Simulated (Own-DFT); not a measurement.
# Strain and stress in wurtzite AlGaN with randomly placed atoms, 128 atoms (Al48Ga16N64)

These are calculations, not measurements. The program, named Own-DFT, is a retired in-house plane-wave density functional code that no person has reviewed. Each row is one single-point run on a periodic cell that was not relaxed, without spin or spin-orbit coupling.

Settings of every run: PBE; PseudoDojo norm-conserving scalar-relativistic files (stringent for Ga); cutoff 96 hartree; 3 x 3 x 3 k mesh centred on Gamma; Gaussian smearing of 0.01 eV.

Known limits: k mesh not checked against a denser one; stress not checked against mesh or cutoff.

Unstrained cell vectors in Å: (12.525, 0.000, 0.000); (-6.262, 10.847, 0.000); (0.000, 0.000, 10.066). The unstrained cell has measured lattice constants (interpolated for alloys), not those of this functional. That, the random moves and any unrelaxed bonds set the pressure at no strain. Each run strains this cell uniformly, with the atoms carried along. Every atom was also moved at random, by a Gaussian of width 0.05 Å on each axis. The random placing of the alloy's atoms differs from row to row. Strain is the symmetric tensor, in per cent. Stress is positive in tension, and the pressure is minus a third of its trace.

| run | e_xx (%) | e_yy (%) | e_zz (%) | s_xx (GPa) | s_yy (GPa) | s_zz (GPa) | P (GPa) | E (meV/atom) |
|---|---|---|---|---|---|---|---|---|
| 1 | -1.25 | -1.25 | 0.00 | -12.47 | -13.50 | -9.31 | 11.76 | 19.0 |
| 2 | -0.25 | -0.25 | 0.00 | -7.57 | -6.72 | -6.47 | 6.92 | 0.0 |
| 3 | 0.25 | 0.25 | 0.00 | -5.88 | -4.88 | -5.21 | 5.32 | 9.5 |
| 4 | 0.50 | 0.50 | 0.00 | -4.66 | -2.72 | -5.73 | 4.37 | 8.5 |
| 5 | 1.50 | 1.50 | 0.00 | 0.33 | 1.65 | -4.31 | 0.78 | 11.3 |
| 6 | -2.00 | -2.00 | 0.00 | -18.19 | -19.77 | -10.91 | 16.29 | 59.2 |
| 7 | -2.50 | -2.50 | 0.00 | -24.00 | -23.09 | -9.97 | 19.02 | 73.4 |
| 8 | -1.00 | -1.00 | 0.00 | -11.04 | -13.22 | -7.66 | 10.64 | 16.9 |
| 9 | -0.50 | -0.50 | 0.00 | ? | ? | ? | ? | ? |

E is the free energy for each atom above the lowest run shown.

## Worked fit

The change of volume is close to e_xx + e_yy + e_zz. A straight line through the runs shown gives P = 6.69 - 231 x (fractional change of volume) GPa, with an error of 12 on the slope and a scatter of 0.81 GPa. The strain isn't the same on all axes and the cell isn't cubic, so the slope belongs to this path and is not the bulk modulus.

## Withheld run

Question: what pressure should run 9 give? Its volume changes by -1.00 %.

The line gives 9.0 GPa. The calculation gave 8.35 GPa.
